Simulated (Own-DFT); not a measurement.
# Shaking the atoms of 3C SiC, 64 atoms (C32Si32)

These are calculations, not measurements. They come from Own-DFT, an in-house plane-wave density functional program, since retired, whose code no person has reviewed. Each row is one single-point run on a periodic cell that was not relaxed, without spin or spin-orbit coupling.

Settings of every run: PBE; PseudoDojo norm-conserving scalar-relativistic files; cutoff 42 hartree; 4 x 4 x 4 k mesh centred on Gamma; Fermi-Dirac smearing of 0.1 eV.

Known limits, some of them of some rows only: some atoms lie very close together; forces on such cells passed a denser k mesh, each cell not checked; stress not checked against mesh or cutoff.

Cell vectors in Å: (8.719, 0.000, 0.000); (0.000, 8.719, 0.000); (0.000, 0.000, 8.719). In each run every atom was moved at random and independently from its ideal site; u is the rms move along one axis. E is the free energy for each atom above the fitted value at u = 0, and F the rms of the force components.

| run | u (Å) | E (meV/atom) | F (eV/Å) | largest force (eV/Å) | P (GPa) |
|---|---|---|---|---|---|
| 1 | 0.0275 | 30.1 | 0.780 | 2.29 | 3.70 |
| 2 | 0.0285 | ? | ? | ? | ? |
| 3 | 0.0575 | 130.2 | 1.710 | 5.73 | 6.19 |
| 4 | 0.0602 | 128.0 | 1.655 | 5.48 | 5.93 |
| 5 | 0.0689 | 198.0 | 2.270 | 10.60 | 7.47 |
| 6 | 0.0972 | 357.2 | 3.141 | 19.46 | 11.13 |
| 7 | 0.0987 | 398.8 | 3.272 | 11.39 | 13.59 |
| 8 | 0.1023 | 413.3 | 3.493 | 14.41 | 13.28 |
| 9 | 0.1565 | 964.0 | 6.352 | 32.23 | 26.57 |

## Worked fit

For small independent moves the energy grows as E = (3/2) K u², with K the mean stiffness felt by one atom. The runs with u up to 0.11 Å give K = 26.1 ± 0.8 eV/Å², with residuals divided by u² + 0.0006 Å², since the noise grows with the moves. The scatter is 6.3 meV/atom at u = 0.05 Å. The forces follow F = G u with G = 31.3 eV/Å²; no force at u = 0 is resolved. G exceeds K because the moves of its neighbours add to the force on an atom, and stiffness differs between atoms. At u = 0.157 Å the parabola gives 960 meV/atom and the run 964. The pressure follows P = 2.71 + 1005 u² GPa: at fixed volume, shortened bonds push harder than stretched ones pull.

## Withheld run

Question: what energy and rms force should run 2 give?

The fit gives 32 ± 3 meV/atom and about 0.89 eV/Å. The calculation gave 31.6 meV/atom and 0.816 eV/Å.
